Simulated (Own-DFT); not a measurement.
# How HSE06 shifts the pressure of corundum Al2O3, 78 atoms (Al32O46), with two O vacancies

Calculated, not measured. Each geometry was run twice at fixed positions with Own-DFT, a retired in-house plane-wave program that no person has reviewed: with PBE, and with HSE06 (exact exchange share 0.25 at short range, screening 0.11 per bohr, Gygi-Baldereschi treatment of its divergence). Both used PseudoDojo norm-conserving files made for PBE, a cutoff of 48 hartree, the Gamma point alone, fixed occupations, a neutral cell and no spin. One k point on a cell 7.9 Å thick isn't converged, and results move with the size of the cell. The oxygen file's force components were 24 meV/Å off all-electron values in a glass.

Unstrained cell vectors in Å: (5.494, 0.000, 8.660); (-2.747, 4.758, 8.660); (-2.747, -4.758, 8.660), volume V0 = 679.1 Å³, from measured lattice constants. Each geometry has its own random strain of a few per cent, its own defect sites and random moves of rms u per axis. HSE06 gave the energy alone. D is its energy less that of PBE, over the lowest D shown. The PBE stress wasn't checked against mesh or cutoff.

| run | V - V0 (Å³) | u (Å) | P with PBE (GPa) | D (eV) |
|---|---|---|---|---|
| 1 | -18.0 | 0.0293 | 14.73 | 0.000 |
| 2 | 5.9 | 0.0499 | 6.73 | 1.068 |
| 3 | 28.8 | 0.0301 | -2.28 | 1.864 |
| 4 | 3.1 | 0.0304 | 6.01 | 0.901 |
| 5 | 17.7 | 0.0469 | 2.54 | 1.554 |
| 6 | -18.0 | 0.0506 | 15.73 | 0.172 |
| 7 | -8.8 | 0.0300 | 11.13 | 0.338 |
| 8 | 18.0 | 0.0322 | 0.95 | 1.423 |
| 9 | -11.8 | 0.0511 | 14.56 | 0.508 |
| 10 | 7.9 | 0.0304 | 4.53 | 1.031 |
| 11 | -0.3 | 0.0503 | 8.96 | 0.902 |
| 12 | -6.5 | 0.0311 | 9.44 | 0.508 |
| 13 | 5.0 | 0.0299 | 5.14 | ? |

## Working it out

D = 0.63 + 0.0391 (V - V0) + 106 u² eV, with an error of 0.0008 on the volume slope, 15 on the last term and a scatter of 0.04 eV. Pressure is -dE/dV, and 1 eV/Å³ is 160.2 GPa, so HSE06 changes the pressure by -6.3 ± 0.1 GPa. With the ions held to the strained lattice, the PBE pressure falls by 250 ± 8 GPa per unit of volume strain; the shape of the strain isn't fitted, so the true error is larger, and a relaxed crystal would be softer. On that slope HSE06's volume at a given pressure is about 2.5 % smaller, or 0.8 % in lengths. At u = 0 and V0 the PBE pressure is 6.7 GPa, which puts the zero-pressure volume, against the measured cell and with the defects in, at +2.7 % for PBE and +0.2 % for HSE06, each good to a few tenths of a per cent.

## Prediction

Q: what D should run 13 give?

The fit gives 0.92 eV, with rows scattering by 0.04. The hidden result is 0.937 eV.
